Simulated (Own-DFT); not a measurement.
# How strain changes the stress of wurtzite AlN, 128 atoms (Al64N64)

These are calculations, not measurements. The program, named Own-DFT, is a retired in-house plane-wave density functional code that no person has reviewed. Each row is one single-point run on a periodic cell that was not relaxed, without spin or spin-orbit coupling.

Settings of every run: PBE; PseudoDojo norm-conserving scalar-relativistic files; cutoff 42 hartree; 3 x 3 x 3 k mesh centred on Gamma; Gaussian smearing of 0.01 eV.

Known limits: k mesh not checked against a denser one; stress not checked against mesh or cutoff.

Unstrained cell vectors in Å: (12.448, 0.000, 0.000); (-6.224, 10.780, 0.000); (0.000, 0.000, 9.964). The unstrained cell has measured lattice constants (interpolated for alloys), not those of this functional. That, the random moves and any unrelaxed bonds set the pressure at no strain. Each run strains this cell uniformly, with the atoms carried along. Every atom was also moved at random, by a Gaussian of width 0.05 Å on each axis. Strain is the symmetric tensor, in per cent. Stress is positive in tension, and the pressure is minus a third of its trace.

| run | e_xx (%) | e_yy (%) | e_zz (%) | s_xx (GPa) | s_yy (GPa) | s_zz (GPa) | P (GPa) | E (meV/atom) |
|---|---|---|---|---|---|---|---|---|
| 1 | 0.00 | 0.00 | -0.25 | -4.75 | -7.51 | -6.27 | 6.18 | 14.2 |
| 2 | 0.00 | 0.00 | 2.00 | -5.18 | -4.44 | 4.08 | 1.85 | 6.3 |
| 3 | 0.00 | 0.00 | -1.50 | -8.13 | -6.88 | -11.21 | 8.74 | 20.9 |
| 4 | 0.00 | 0.00 | 2.50 | -4.57 | -3.83 | 5.53 | 0.96 | 7.1 |
| 5 | 0.00 | 0.00 | 2.75 | -3.59 | -4.80 | 6.05 | 0.78 | 10.7 |
| 6 | 0.00 | 0.00 | -1.00 | -5.73 | -6.82 | -10.02 | 7.52 | 8.7 |
| 7 | 0.00 | 0.00 | -0.75 | -7.12 | -4.48 | -8.93 | 6.84 | 0.0 |
| 8 | 0.00 | 0.00 | -1.25 | -4.16 | -7.73 | -13.31 | 8.40 | 18.4 |
| 9 | 0.00 | 0.00 | 1.75 | ? | ? | ? | ? | ? |

E is the free energy for each atom above the lowest run shown.

## Worked fit

The change of volume is close to e_xx + e_yy + e_zz. A straight line through the runs shown gives P = 5.75 - 189 x (fractional change of volume) GPa, with an error of 5 on the slope and a scatter of 0.22 GPa. The strain isn't the same on all axes and the cell isn't cubic, so the slope belongs to this path and is not the bulk modulus.

## Withheld run

Question: what pressure should run 9 give? Its volume changes by 1.75 %.

The line gives 2.4 GPa. The calculation gave 2.35 GPa.
